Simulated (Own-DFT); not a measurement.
Simulation results for SiC (2H silicon carbide, atoms displaced)

Computed with Own-DFT development build. A calculation, not a measurement: plane-wave PBE density functional theory by an unreviewed code, no spin, of a simulated periodic cell, stress positive in tension, free energy of the whole cell less one offset for each atom, forces on such cells passed a denser k mesh, this cell's mesh not checked; offsets are fitted by least squares, one for each functional and potential file, so energies compare only between cells with the same atoms and settings and are not formation energies; the far tail of each file's local potential was reset to the Coulomb form; each entry is a single point on an unrelaxed cell, so the pressure reflects the starting lattice, mostly measured values (interpolated for alloys), from which strain is counted, and rises with the displacements; printed positions are rounded, which can move forces by about a meV/angstrom; the program, named Own-DFT, is a retired in-house code; no spin-orbit coupling.

```json
{"formula": "SiC", "kind": "2H silicon carbide, atoms displaced", "structure": {"cell_angstrom": [[9.2481, 0.0, 0.0], [-4.6241, 8.0091, 0.0], [0.0, 0.0, 10.0681]], "atoms_fractional": [["Si", 0.00255, 0.99449, 0.007], ["Si", 0.11157, 0.21693, 0.23845], ["C", 0.00138, 0.99624, 0.17894], ["C", 0.11692, 0.22536, 0.43282], ["Si", 0.00449, 0.00476, 0.50951], ["Si", 0.11988, 0.23574, 0.75316], ["C", 0.00448, 0.00184, 0.68983], ["C", 0.11815, 0.22288, 0.93438], ["Si", 0.00064, 0.34458, 0.99565], ["Si", 0.11784, 0.55563, 0.26217], ["C", 0.00155, 0.33071, 0.18581], ["C", 0.11023, 0.5477, 0.43448], ["Si", 0.99617, 0.34673, 0.50233], ["Si", 0.12908, 0.55853, 0.75645], ["C", 0.00288, 0.33773, 0.68949], ["C", 0.11206, 0.55707, 0.93142], ["Si", 0.99584, 0.66411, 0.00223], ["Si", 0.11084, 0.89064, 0.24841], ["C", 0.99503, 0.65351, 0.19111], ["C", 0.10342, 0.88489, 0.43799], ["Si", 0.0128, 0.67839, 0.50797], ["Si", 0.10721, 0.87356, 0.75338], ["C", 0.00298, 0.66722, 0.69154], ["C", 0.11541, 0.89632, 0.93512], ["Si", 0.33473, 0.01098, 0.00485], ["Si", 0.45957, 0.22869, 0.24081], ["C", 0.3325, 0.00408, 0.20125], ["C", 0.43625, 0.20904, 0.4438], ["Si", 0.32134, 0.99423, 0.51918], ["Si", 0.44505, 0.21883, 0.73568], ["C", 0.33746, 0.01008, 0.68979], ["C", 0.4407, 0.22498, 0.93716], ["Si", 0.32771, 0.33055, 0.00932], ["Si", 0.44104, 0.5524, 0.24763], ["C", 0.33061, 0.33305, 0.1874], ["C", 0.44523, 0.54473, 0.43362], ["Si", 0.34388, 0.33904, 0.49921], ["Si", 0.45398, 0.55966, 0.75307], ["C", 0.32487, 0.32622, 0.69717], ["C", 0.43576, 0.54569, 0.93562], ["Si", 0.3368, 0.66948, 0.00988], ["Si", 0.43751, 0.88059, 0.24229], ["C", 0.34336, 0.66891, 0.18321], ["C", 0.44056, 0.88208, 0.43158], ["Si", 0.33838, 0.67613, 0.49527], ["Si", 0.4474, 0.89303, 0.74317], ["C", 0.34194, 0.6727, 0.69283], ["C", 0.43215, 0.88569, 0.92818], ["Si", 0.66168, 0.99829, 0.99811], ["Si", 0.77008, 0.20793, 0.24771], ["C", 0.6579, 0.9975, 0.18439], ["C", 0.75749, 0.22896, 0.44391], ["Si", 0.66034, 0.99615, 0.50576], ["Si", 0.77151, 0.21622, 0.75228], ["C", 0.66897, 0.01036, 0.67982], ["C", 0.78032, 0.21705, 0.93992], ["Si", 0.67669, 0.34596, 0.98734], ["Si", 0.78665, 0.55317, 0.25341], ["C", 0.66986, 0.32775, 0.19514], ["C", 0.76587, 0.55401, 0.42914], ["Si", 0.66337, 0.33241, 0.51093], ["Si", 0.77551, 0.54923, 0.75664], ["C", 0.65782, 0.33192, 0.67724], ["C", 0.78866, 0.55613, 0.93955], ["Si", 0.67097, 0.66898, 0.01083], ["Si", 0.7876, 0.89878, 0.24782], ["C", 0.66383, 0.65011, 0.18533], ["C", 0.76679, 0.8784, 0.44125], ["Si", 0.67682, 0.67939, 0.49605], ["Si", 0.77294, 0.89407, 0.75844], ["C", 0.67594, 0.6698, 0.69287], ["C", 0.77485, 0.8881, 0.93427]]}, "settings": {"functional": "PBE", "potential_files": "PseudoDojo norm-conserving, scalar-relativistic, standard set", "wave_cutoff [hartree]": 42.0, "occupations": "Fermi-Dirac", "smearing_width [eV]": 0.1, "hardware": "one NVIDIA H100", "k_mesh": "4 x 4 x 3 centred on Gamma"}, "results": {"free_energy_of_cell_above_offsets [eV]": "-1.770", "pressure [GPa]": 6.65, "stress_xx [GPa]": -1.95, "stress_yy [GPa]": -6.32, "stress_zz [GPa]": -11.68, "stress_yz [GPa]": 0.97, "stress_xz [GPa]": 0.98, "stress_xy [GPa]": -0.44, "force_element": ["Si", "Si", "C", "C", "Si", "Si", "C", "C", "Si", "Si", "C", "C", "Si", "Si", "C", "C", "Si", "Si", "C", "C", "Si", "Si", "C", "C", "Si", "Si", "C", "C", "Si", "Si", "C", "C", "Si", "Si", "C", "C", "Si", "Si", "C", "C", "Si", "Si", "C", "C", "Si", "Si", "C", "C", "Si", "Si", "C", "C", "Si", "Si", "C", "C", "Si", "Si", "C", "C", "Si", "Si", "C", "C", "Si", "Si", "C", "C", "Si", "Si", "C", "C"], "force_x [eV/angstrom]": [-1.337, -0.525, -0.212, -1.345, -0.879, -1.157, -0.629, -2.011, 1.934, -0.636, -0.536, -0.311, 1.088, -2.197, -0.626, -0.036, 2.548, 0.363, 1.667, 0.467, -1.762, -1.127, 0.852, 0.11, 0.723, -2.737, 0.521, 0.355, 0.811, -2.176, 0.086, 1.588, 0.711, 1.655, 1.255, -0.825, -1.292, -0.354, 2.559, 0.886, -0.208, -0.02, -1.684, -0.581, 1.162, -0.399, 0.471, 1.267, -0.313, 0.026, 1.452, 5.367, -0.074, 0.71, 0.246, -1.322, -0.891, -1.851, 1.075, 2.135, -2.973, 0.218, 1.861, -2.186, -1.086, -1.464, -0.063, 0.604, -0.413, 2.007, -0.801, 0.26], "force_y [eV/angstrom]": [1.457, 0.852, 0.002, -0.423, 0.201, -3.061, -0.107, -0.37, -2.031, -1.012, 0.167, 3.563, -4.097, -0.264, 0.211, 0.997, 1.36, -1.306, 2.431, 1.082, -2.689, 3.81, -2.001, -1.753, -1.127, -0.896, -0.792, 1.356, 0.552, 2.18, -4.032, 0.767, 0.574, -0.293, -0.292, 3.381, -2.55, -1.05, 2.874, 1.948, -0.73, 1.855, -0.95, 1.507, -3.24, 0.159, -0.105, 0.941, -0.555, 2.728, -1.126, -2.478, 0.976, 2.276, -1.972, 0.957, -3.958, -1.424, 1.596, 0.296, 1.469, 1.117, 0.769, 1.177, -0.997, -2.546, 2.159, 5.551, -5.021, -0.262, 0.181, 0.025], "force_z [eV/angstrom]": [-4.877, 2.432, 2.979, 0.395, -1.705, -0.233, 1.476, 2.037, 0.687, -4.005, 0.177, 2.604, -0.148, -2.061, 0.221, 3.017, 0.072, 1.12, -0.67, 0.419, -1.684, 0.025, -0.058, 1.715, -0.649, 3.264, -2.804, -0.438, -5.926, 3.423, 1.7, -0.433, -2.919, 0.742, 0.527, 0.432, 0.65, -0.449, -2.734, 1.91, -4.614, 1.889, 2.389, 0.957, 1.064, 0.972, -1.99, 2.257, -0.382, 1.452, 0.052, -1.645, -3.416, -0.575, 3.008, -1.046, 2.919, -0.477, -2.857, 3.482, -5.624, -1.85, 6.153, -0.669, -3.299, 0.697, 1.756, -1.762, 1.473, -2.922, -0.657, 3.036], "wall_time [s]": 355.8}}
```
